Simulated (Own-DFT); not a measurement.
Simulation results for Hf36O71 (tetragonal hafnia with one neutral oxygen vacancy, atoms displaced)

A calculation, not a measurement: plane-wave PBE and HSE06 DFT by an unreviewed code, no spin, of a simulated cell at Gamma alone, so results move with cell size and shape, stress positive in tension, energies less offsets, not probed for a lower state with spin; hafnium file: forces about 75 meV/angstrom off all-electron values; oxygen file: force components 24 meV/angstrom off all-electron in a glass; k mesh not checked against a denser one; forces and stress are PBE's, HSE06 gives the energy alone, and its difference from PBE has offsets of its own; offsets are fitted by least squares, one for each functional and potential file, so energies compare only between cells with the same atoms and settings and are not formation energies; the far tail of each file's local potential was reset to the Coulomb form; each entry is a single point on an unrelaxed cell, so the pressure reflects the starting lattice, taken from the Materials Project, from which strain is counted, and rises with the displacements; printed positions are rounded, which can move forces by about a meV/angstrom; the program is a retired in-house code; no spin-orbit coupling. Program: Own-DFT development build.

Common to all runs: first functional PBE; second functional HSE06; exact exchange share 0.25; screening 0.11 1/bohr; exchange divergence Gygi-Baldereschi; potential files PseudoDojo norm-conserving, scalar-relativistic, made for PBE, standard set; wave cutoff 48 hartree; occupations fixed; k mesh 1 x 1 x 1 centred on Gamma.

```json
{"entry": 1, "formula": "Hf36O71", "kind": "tetragonal hafnia with one neutral oxygen vacancy, atoms displaced", "structure": {"cell_angstrom": [[10.78, 0.0, 0.0], [0.0, 10.78, 0.0], [0.0, 0.0, 10.4493]], "atoms_fractional": [["Hf", 0.99529, 0.00139, 0.00335], ["Hf", 0.16606, 0.16482, 0.25287], ["O", 0.00515, 0.16232, 0.14422], ["O", 0.16943, 0.00165, 0.34528], ["O", 0.00065, 0.1606, 0.40898], ["O", 0.16604, 0.99685, 0.09776], ["Hf", 0.00163, 0.99323, 0.50078], ["Hf", 0.16712, 0.16793, 0.75571], ["O", 0.00741, 0.16544, 0.65868], ["O", 0.16037, 0.00083, 0.84792], ["O", 0.00068, 0.16542, 0.89701], ["O", 0.17349, 0.99677, 0.59688], ["Hf", 0.00545, 0.33345, 0.99812], ["Hf", 0.16757, 0.49438, 0.25265], ["O", 0.99828, 0.50096, 0.15563], ["O", 0.17571, 0.33191, 0.34898], ["O", 0.99232, 0.4965, 0.39696], ["O", 0.17107, 0.33239, 0.09897], ["Hf", 0.99776, 0.33683, 0.49938], ["Hf", 0.16614, 0.50055, 0.74403], ["O", 0.99962, 0.50769, 0.65568], ["O", 0.16456, 0.33072, 0.84486], ["O", 0.99519, 0.5036, 0.90758], ["O", 0.15884, 0.33578, 0.5907], ["Hf", 0.0016, 0.66154, 0.99753], ["Hf", 0.15529, 0.83568, 0.2505], ["O", 0.99814, 0.83537, 0.14735], ["O", 0.16404, 0.65978, 0.34763], ["O", 0.00696, 0.83144, 0.40495], ["O", 0.16763, 0.65875, 0.09284], ["Hf", 0.0054, 0.67612, 0.50629], ["Hf", 0.16974, 0.84164, 0.74954], ["O", 0.99986, 0.83948, 0.65015], ["O", 0.16839, 0.66633, 0.85672], ["O", 0.00314, 0.83141, 0.89476], ["O", 0.16489, 0.67323, 0.60016], ["Hf", 0.33787, 0.99719, 0.00427], ["Hf", 0.49488, 0.16013, 0.24556], ["O", 0.33496, 0.17102, 0.15781], ["O", 0.50039, 0.00205, 0.35234], ["O", 0.33458, 0.16546, 0.40296], ["O", 0.50288, 0.00201, 0.09891], ["Hf", 0.32757, 0.00383, 0.49205], ["Hf", 0.51025, 0.16273, 0.75408], ["O", 0.33476, 0.17558, 0.65803], ["O", 0.50017, 0.99653, 0.84346], ["O", 0.32904, 0.16273, 0.90699], ["O", 0.49802, 0.99792, 0.59469], ["Hf", 0.31809, 0.32925, 0.0034], ["Hf", 0.49701, 0.50334, 0.24847], ["O", 0.33097, 0.49673, 0.152], ["O", 0.50785, 0.33063, 0.3471], ["O", 0.49194, 0.33067, 0.09671], ["Hf", 0.33562, 0.33825, 0.5001], ["Hf", 0.49817, 0.49828, 0.74553], ["O", 0.33599, 0.4965, 0.65023], ["O", 0.50522, 0.33189, 0.84661], ["O", 0.33382, 0.51011, 0.89128], ["O", 0.50219, 0.33523, 0.59949], ["Hf", 0.33792, 0.67259, 0.00253], ["Hf", 0.49748, 0.82724, 0.24811], ["O", 0.3304, 0.82856, 0.14833], ["O", 0.49648, 0.67053, 0.34432], ["O", 0.33571, 0.83283, 0.40142], ["O", 0.50205, 0.67063, 0.09469], ["Hf", 0.33232, 0.66983, 0.49724], ["Hf", 0.49971, 0.8432, 0.74722], ["O", 0.33058, 0.8325, 0.65165], ["O", 0.4958, 0.66616, 0.84253], ["O", 0.33077, 0.83292, 0.90596], ["O", 0.49651, 0.66383, 0.5946], ["Hf", 0.66596, 0.00018, 0.00643], ["Hf", 0.83484, 0.16719, 0.2516], ["O", 0.66309, 0.16288, 0.15328], ["O", 0.83891, 0.0004, 0.33873], ["O", 0.66603, 0.16071, 0.40321], ["O", 0.82936, 0.00203, 0.09105], ["Hf", 0.66412, 0.99853, 0.50282], ["Hf", 0.83407, 0.16953, 0.74742], ["O", 0.6661, 0.16373, 0.64957], ["O", 0.84075, 0.99976, 0.85296], ["O", 0.67164, 0.17038, 0.89728], ["O", 0.84161, 0.00722, 0.60105], ["Hf", 0.66161, 0.33588, 0.99812], ["Hf", 0.83258, 0.50859, 0.24441], ["O", 0.67167, 0.5015, 0.15921], ["O", 0.83273, 0.32357, 0.33936], ["O", 0.66809, 0.50174, 0.39986], ["O", 0.83471, 0.32988, 0.0957], ["Hf", 0.6673, 0.33777, 0.50101], ["Hf", 0.84242, 0.49424, 0.75054], ["O", 0.66615, 0.49865, 0.65452], ["O", 0.82835, 0.33332, 0.84707], ["O", 0.66732, 0.50042, 0.90309], ["O", 0.83314, 0.32239, 0.59942], ["Hf", 0.6735, 0.67135, 0.98882], ["Hf", 0.83149, 0.83176, 0.25343], ["O", 0.67055, 0.83301, 0.16179], ["O", 0.82893, 0.67507, 0.35151], ["O", 0.66201, 0.8243, 0.40136], ["O", 0.82858, 0.6656, 0.09936], ["Hf", 0.66079, 0.66425, 0.50592], ["Hf", 0.83546, 0.83517, 0.75298], ["O", 0.6717, 0.84061, 0.64998], ["O", 0.83512, 0.67996, 0.85909], ["O", 0.65634, 0.84112, 0.89973], ["O", 0.82228, 0.67263, 0.5946]]}, "results": {"PBE_energy_of_cell_above_offsets [eV]": "-97.828", "HSE06_less_PBE_above_offsets [eV]": "0.028", "PBE_pressure [GPa]": 2.16, "PBE_stress_xx [GPa]": -2.5, "PBE_stress_yy [GPa]": -1.29, "PBE_stress_zz [GPa]": -2.69, "PBE_stress_yz [GPa]": 0.37, "PBE_stress_xz [GPa]": -0.03, "PBE_stress_xy [GPa]": 0.06, "force_element": ["Hf", "Hf", "O", "O", "O", "O", "Hf", "Hf", "O", "O", "O", "O", "Hf", "Hf", "O", "O", "O", "O", "Hf", "Hf", "O", "O", "O", "O", "Hf", "Hf", "O", "O", "O", "O", "Hf", "Hf", "O", "O", "O", "O", "Hf", "Hf", "O", "O", "O", "O", "Hf", "Hf", "O", "O", "O", "O", "Hf", "Hf", "O", "O", "O", "Hf", "Hf", "O", "O", "O", "O", "Hf", "Hf", "O", "O", "O", "O", "Hf", "Hf", "O", "O", "O", "O", "Hf", "Hf", "O", "O", "O", "O", "Hf", "Hf", "O", "O", "O", "O", "Hf", "Hf", "O", "O", "O", "O", "Hf", "Hf", "O", "O", "O", "O", "Hf", "Hf", "O", "O", "O", "O", "Hf", "Hf", "O", "O", "O", "O"], "force_x [eV/angstrom]": [0.481, -0.062, -0.163, -0.097, 0.459, 0.754, -0.243, 0.449, -0.689, 0.532, -0.093, -1.194, -1.942, -0.354, 0.756, -0.138, 0.247, -2.945, -0.355, 2.203, -0.18, -0.086, -0.221, 1.228, 0.714, 1.517, -0.251, 0.285, 0.333, -0.354, -1.87, -0.631, 0.052, -0.704, 0.007, 0.681, -1.433, 2.083, -1.822, -0.198, -0.247, -1.097, 1.715, -1.299, 0.1, -0.429, 0.055, -0.361, 4.504, 0.794, 0.321, -0.911, 0.644, 0.21, -0.038, -1.618, -0.012, -0.344, 0.023, -1.065, 0.413, -0.118, -0.748, -0.488, 0.833, 0.204, 0.143, 0.869, 0.756, 0.261, -0.32, 0.838, -0.873, 0.466, 0.178, 0.506, 0.466, 0.172, 0.676, 0.208, -0.562, -0.489, -0.999, -0.203, 0.272, -1.888, 0.064, 0.082, 0.306, -0.952, -2.691, 1.307, 0.833, 0.314, 0.605, -1.071, -0.419, -0.947, 0.909, -0.047, 0.959, 0.591, 0.333, -0.965, -0.55, 0.494, 2.566], "force_y [eV/angstrom]": [-0.504, 0.099, 0.389, -0.702, 1.175, 0.025, 1.738, -1.323, 0.196, 0.149, 1.104, 0.015, -1.061, 1.18, -0.296, -0.011, 0.606, 0.055, -1.281, 1.047, -0.189, 1.808, -1.856, 0.759, 2.436, -0.836, -0.113, 0.795, 0.295, 0.35, -1.796, -1.086, -0.714, -0.153, 0.172, -0.676, -0.216, 1.162, -0.555, -1.11, 0.928, -0.344, -0.623, 1.392, -0.145, 1.607, 0.122, -0.013, 1.182, -1.268, 0.196, 0.722, 0.399, -0.499, 0.069, -0.122, -0.065, -2.128, 0.108, -1.263, 1.223, 0.466, -1.613, 0.154, -0.124, -0.333, -2.326, -0.167, 0.876, 1.283, 0.114, 0.993, -0.341, 0.184, -1.047, 0.695, -0.103, -0.174, -1.408, -0.224, 0.046, -1.138, -0.171, -0.309, -0.517, -0.455, 2.22, -0.06, 0.015, -0.919, 0.982, -0.199, 0.622, 0.646, 1.086, -0.391, 0.004, 0.439, -1.185, 1.651, -0.063, 0.133, 1.075, 0.091, -1.975, -0.763, -0.328], "force_z [eV/angstrom]": [-1.56, -0.311, 0.934, 0.356, -0.68, 0.27, 1.135, -0.986, -0.474, 0.05, 1.063, -0.007, 0.53, -0.456, -0.805, -0.154, 1.227, 1.096, -0.936, 1.557, -0.772, 0.887, -1.468, 0.6, 0.635, -1.058, 0.618, 0.347, -1.112, 0.977, -0.607, 1.158, -0.425, -1.981, 0.972, 0.058, -0.355, 1.605, -0.872, -0.893, -0.061, 0.168, 0.86, -0.742, -0.059, 1.352, 0.46, 0.508, -2.018, -0.034, 0.638, -0.013, -0.473, 0.163, 1.494, -1.194, -0.088, 1.11, -0.633, -1.118, 0.443, 0.842, 0.413, -0.226, 0.432, 0.019, -0.746, 0.146, -0.228, -0.756, 0.114, -0.91, -1.291, -0.268, 1.156, 0.459, 0.889, -0.708, 0.249, 0.143, -0.771, 0.494, -0.701, 0.748, 1.538, -1.162, 1.318, 0.676, -0.794, -1.236, 0.783, -0.192, -0.295, 0.085, 0.088, 0.681, -0.395, -1.405, -0.333, 0.536, 0.141, -1.263, -0.195, 0.562, -1.046, 0.355, 1.116]}}
{"entry": 2, "formula": "Hf36O71", "kind": "tetragonal hafnia with one neutral oxygen vacancy, atoms displaced", "structure": {"cell_angstrom": [[10.78, 0.0, 0.0], [0.0, 10.78, 0.0], [0.0, 0.0, 10.4493]], "atoms_fractional": [["Hf", 0.00694, 0.00395, 0.00121], ["Hf", 0.16038, 0.17609, 0.24961], ["O", 0.00442, 0.16981, 0.15699], ["O", 0.17446, 0.00166, 0.35043], ["O", 0.00621, 0.16068, 0.39908], ["O", 0.16273, 0.99986, 0.10044], ["Hf", 0.00452, 0.00096, 0.48792], ["Hf", 0.16742, 0.1604, 0.74946], ["O", 0.00032, 0.16442, 0.64936], ["O", 0.16583, 0.0072, 0.83795], ["O", 0.98901, 0.16468, 0.90079], ["O", 0.16376, 0.99776, 0.5914], ["Hf", 0.99964, 0.33433, 0.0032], ["Hf", 0.16014, 0.49253, 0.25205], ["O", 0.0025, 0.50245, 0.1572], ["O", 0.16746, 0.32727, 0.34722], ["O", 0.99828, 0.49719, 0.39218], ["O", 0.16343, 0.33201, 0.09876], ["Hf", 0.99668, 0.3341, 0.50751], ["Hf", 0.16829, 0.49825, 0.76132], ["O", 0.0033, 0.50151, 0.65163], ["O", 0.17019, 0.32765, 0.84594], ["O", 0.99372, 0.50713, 0.90012], ["O", 0.17386, 0.34342, 0.59815], ["Hf", 0.99958, 0.66557, 0.99787], ["Hf", 0.17021, 0.84232, 0.2539], ["O", 0.00631, 0.83241, 0.15426], ["O", 0.17001, 0.66231, 0.34869], ["O", 0.99848, 0.84012, 0.40038], ["O", 0.16581, 0.66219, 0.09178], ["Hf", 0.99615, 0.67256, 0.49972], ["Hf", 0.16325, 0.83788, 0.75751], ["O", 0.99998, 0.83175, 0.65083], ["O", 0.16867, 0.67519, 0.85048], ["O", 0.99499, 0.83399, 0.9047], ["O", 0.17212, 0.6645, 0.60202], ["Hf", 0.32955, 0.00784, 0.99463], ["Hf", 0.49767, 0.16351, 0.25241], ["O", 0.32982, 0.1661, 0.15104], ["O", 0.50123, 0.99923, 0.35151], ["O", 0.33944, 0.16387, 0.39889], ["O", 0.49379, 0.0054, 0.09946], ["Hf", 0.33189, 0.99382, 0.49446], ["Hf", 0.50471, 0.17617, 0.7509], ["O", 0.3306, 0.17124, 0.64852], ["O", 0.50073, 0.99335, 0.84385], ["O", 0.341, 0.16363, 0.90535], ["O", 0.49576, 0.99362, 0.59424], ["Hf", 0.33482, 0.33203, 0.0057], ["Hf", 0.50194, 0.5034, 0.2497], ["O", 0.32902, 0.48709, 0.14415], ["O", 0.4948, 0.33382, 0.34618], ["O", 0.34109, 0.49456, 0.40352], ["O", 0.49585, 0.32935, 0.09588], ["Hf", 0.33424, 0.32173, 0.50294], ["Hf", 0.50472, 0.49129, 0.74391], ["O", 0.33226, 0.49822, 0.65572], ["O", 0.4932, 0.34165, 0.85062], ["O", 0.33872, 0.50012, 0.9069], ["O", 0.4988, 0.33046, 0.60739], ["Hf", 0.33381, 0.67115, 0.98886], ["Hf", 0.50603, 0.83621, 0.24057], ["O", 0.33404, 0.8343, 0.15155], ["O", 0.49771, 0.66383, 0.35535], ["O", 0.3371, 0.83972, 0.40388], ["O", 0.5036, 0.66262, 0.0938], ["Hf", 0.32914, 0.66636, 0.50272], ["Hf", 0.49479, 0.83276, 0.74799], ["O", 0.33591, 0.83748, 0.65101], ["O", 0.50666, 0.66698, 0.84763], ["O", 0.32533, 0.83613, 0.90078], ["O", 0.49363, 0.659, 0.59485], ["Hf", 0.66084, 0.99653, 0.00273], ["Hf", 0.84175, 0.15968, 0.25361], ["O", 0.66324, 0.17515, 0.1545], ["O", 0.83924, 0.9994, 0.34911], ["O", 0.66539, 0.16586, 0.39478], ["O", 0.83501, 0.99828, 0.09753], ["Hf", 0.66312, 0.99234, 0.50882], ["Hf", 0.83391, 0.16742, 0.74383], ["O", 0.67019, 0.16894, 0.64003], ["O", 0.83531, 0.99867, 0.84883], ["O", 0.83716, 0.99455, 0.59959], ["Hf", 0.66442, 0.33455, 0.98964], ["Hf", 0.83841, 0.50678, 0.24864], ["O", 0.67045, 0.5008, 0.15324], ["O", 0.83033, 0.33069, 0.34814], ["O", 0.66686, 0.49374, 0.40513], ["O", 0.81786, 0.33974, 0.09386], ["Hf", 0.66069, 0.32456, 0.49948], ["Hf", 0.83685, 0.49742, 0.74986], ["O", 0.67991, 0.50797, 0.65555], ["O", 0.8316, 0.3347, 0.84434], ["O", 0.67216, 0.50059, 0.90019], ["O", 0.83563, 0.33737, 0.58658], ["Hf", 0.6651, 0.66535, 0.9982], ["Hf", 0.82763, 0.82914, 0.24861], ["O", 0.67129, 0.83776, 0.15515], ["O", 0.83557, 0.668, 0.3491], ["O", 0.66783, 0.83366, 0.39871], ["O", 0.83774, 0.6717, 0.09315], ["Hf", 0.66211, 0.66511, 0.50687], ["Hf", 0.84182, 0.83687, 0.75108], ["O", 0.66769, 0.83327, 0.65628], ["O", 0.83155, 0.67139, 0.84418], ["O", 0.66864, 0.83394, 0.89125], ["O", 0.83951, 0.66848, 0.59137]]}, "results": {"PBE_stress_yy [GPa]": null, "PBE_stress_xx [GPa]": null}}
```

Q: Give the missing PBE stress yy for Hf36O71 (tetragonal hafnia with one neutral oxygen vacancy, atoms displaced) (entry 2).
A: -2.1 GPa

Q: What PBE stress xx does the calculation give for Hf36O71 (tetragonal hafnia with one neutral oxygen vacancy, atoms displaced) (entry 2)?
A: -1.86 GPa

Further results for Hf36O71 (tetragonal hafnia with one neutral oxygen vacancy, atoms displaced) (entry 2):

* PBE energy of cell above offsets: -96.595 eV
* HSE06 less PBE above offsets: 0.099 eV
* PBE pressure: 2.11 GPa
* PBE stress zz: -2.38 GPa
* PBE stress yz: 0.14 GPa
* PBE stress xz: 0.05 GPa
* PBE stress xy: -0.03 GPa

Force:
```csv
element,x (eV/Å),y (eV/Å),z (eV/Å)
Hf,-2.651,-1.218,0.169
Hf,2.481,-1.808,0.391
O,-1.57,0.253,-1.807
O,-0.507,0.624,-0.503
O,-0.329,1.881,-0.315
O,1.162,0.143,-0.661
Hf,-0.916,-0.46,2.023
Hf,-0.086,2.857,-2.389
O,0.332,0.769,0.135
O,-0.11,-1.56,2.551
O,0.817,1.105,0.561
O,0.551,0.145,0.843
Hf,-1.387,-0.025,-0.397
Hf,2.415,1.719,0.413
O,-0.965,-0.585,-1.889
O,-0.014,1.137,0.882
O,0.089,0.073,1.468
O,-0.672,-0.225,-0.172
Hf,1.73,0.628,-1.616
Hf,0.771,0.473,-2.077
O,-0.047,-0.49,0.149
O,-0.624,0.162,0.85
O,0.774,-2.097,0.249
O,-1.765,-0.562,-0.142
Hf,0.872,1.438,0.838
Hf,-0.191,-2.072,-0.656
O,-0.699,0.16,0.309
O,-0.019,0.89,-0.273
O,0.529,-1.654,-0.231
O,0.61,-0.076,-0.142
Hf,1.83,-0.638,-0.411
Hf,0.432,-1.33,-2.397
O,1.236,-0.322,0.177
O,-0.11,-1.354,-0.187
O,0.921,0.849,-0.439
O,-1.428,0.436,0.07
Hf,0.677,-1.42,1.832
Hf,0.456,0.91,-0.151
O,-0.489,-0.006,-0.131
O,0.299,-0.685,-0.885
O,-0.169,-0.081,0.332
O,0.726,-0.736,-0.392
Hf,0.044,1.36,0.85
Hf,-0.638,-1.449,0.034
O,0.397,-0.382,0.938
O,0.158,1.858,0.54
O,-0.103,0.929,-1.405
O,0.854,0.597,0.644
Hf,0.047,1.092,0.438
Hf,-0.993,-0.745,0.427
O,0.432,0.549,1.459
O,0.682,-0.434,0.376
O,-0.639,0.274,0.478
O,1.295,0.163,-0.335
Hf,-0.207,1.712,-0.99
Hf,-0.956,2.856,-0.095
O,0.582,0.117,0.825
O,0.765,-1.9,0.021
O,-0.842,0.219,-0.908
O,0.85,0.168,-0.062
Hf,-0.641,-1.05,1.913
Hf,-1.873,-0.475,2.274
O,0.356,-0.171,-0.014
O,0.632,1.155,-1.498
O,-0.379,-2.275,-0.859
O,-0.75,0.61,0.626
Hf,-0.113,-1.087,-1.325
Hf,1.434,-0.386,-0.054
O,-1.463,-0.242,0.284
O,-0.638,-0.298,-0.273
O,0.286,0.905,-0.35
O,1.253,0.249,0.86
Hf,1.037,0.442,-1.151
Hf,-2.746,1.204,-0.062
O,0.861,-1.197,-0.761
O,-0.374,-0.314,-0.281
O,-0.123,-0.675,1.149
O,-0.03,0.457,-0.156
Hf,0.512,0.313,-1.084
Hf,0.419,-1.338,0.771
O,-0.645,-0.136,1.469
O,-0.62,1.471,-0.304
O,-0.409,0.525,-0.355
Hf,-0.531,-0.878,1.758
Hf,-1.259,-1.833,0.879
O,-0.646,0.879,0.003
O,0.846,-0.205,-0.728
O,-0.23,0.938,0.442
O,3.279,-0.257,-0.459
Hf,0.995,0.475,-2.303
Hf,0.805,1.722,0.254
O,-2.305,-0.317,-0.625
O,-0.164,-1.045,-0.192
O,-0.348,0.006,0.012
O,-1.28,-0.339,1.79
Hf,0.757,0.004,-1.376
Hf,2.812,0.888,0.645
O,-1.402,0.004,-1.767
O,-0.014,0.047,-0.273
O,0.074,-0.426,0.356
O,-1.033,-0.155,0.832
Hf,0.192,-0.419,-0.928
Hf,-1.473,-0.08,-0.016
O,-0.441,-0.22,-1.159
O,0.278,-1.043,-0.126
O,-0.296,0.269,2.509
O,-1.297,0.065,0.442
```
